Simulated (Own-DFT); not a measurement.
# Strain and stress in wurtzite GaN, 72 atoms (Ga36N36)

Calculated results; nothing here was measured. The program, named Own-DFT, is a retired in-house plane-wave density functional code that no person has reviewed. Each row is one single-point run on a periodic cell that was not relaxed, without spin or spin-orbit coupling.

Settings of every run: PBE; PseudoDojo norm-conserving scalar-relativistic files; cutoff 42 hartree; 4 x 4 x 3 k mesh centred on Gamma; Fermi-Dirac smearing of 0.1 eV.

Known limits: forces not confirmed at this smearing and k mesh; stress not checked against mesh or cutoff.

Unstrained cell vectors in Å: (9.567, 0.000, 0.000); (-4.784, 8.285, 0.000); (0.000, 0.000, 10.370). The unstrained cell has measured lattice constants (interpolated for alloys), not those of this functional. That, the random moves and any unrelaxed bonds set the pressure at no strain. Each run strains this cell uniformly, with the atoms carried along. Every atom was also moved at random, by a Gaussian of width 0.05 Å on each axis. Strain is the symmetric tensor, in per cent. Stress is positive in tension, and the pressure is minus a third of its trace.

```
run  e_xx (%)  e_yy (%)  e_zz (%)  s_xx (GPa)  s_yy (GPa)  s_zz (GPa)  P (GPa)  E (meV/atom)
  1     -1.00     -1.00      0.00      -11.83      -14.38      -10.57    12.26          43.4
  2      3.00      3.00      0.00        5.73        6.21       -3.33    -2.87          18.5
  3     -1.25     -1.25      0.00      -16.45      -13.30       -9.39    13.05          42.7
  4      1.25      1.25      0.00       -3.71       -0.34       -5.54     3.20          20.5
  5      0.75      0.75      0.00       -2.88       -3.24       -6.75     4.29           0.0
  6     -0.25     -0.25      0.00       -7.37      -10.46       -7.43     8.42          16.5
  7     -1.75     -1.75      0.00      -18.33      -16.40      -12.00    15.58          52.0
  8      0.50      0.50      0.00       -4.68       -5.42       -6.58     5.56           8.3
  9      2.00      2.00      0.00           ?           ?           ?        ?             ?
```

E is the free energy for each atom above the lowest run shown.

## Worked fit

The change of volume is close to e_xx + e_yy + e_zz. A straight line through the runs shown gives P = 8.08 - 194 x (fractional change of volume) GPa, with an error of 8 on the slope and a scatter of 0.70 GPa. The strain isn't the same on all axes and the cell isn't cubic, so the slope belongs to this path and is not the bulk modulus.

## Withheld run

Question: what pressure should run 9 give? Its volume changes by 4.04 %.

The line gives 0.2 GPa. The calculation gave 0.04 GPa.
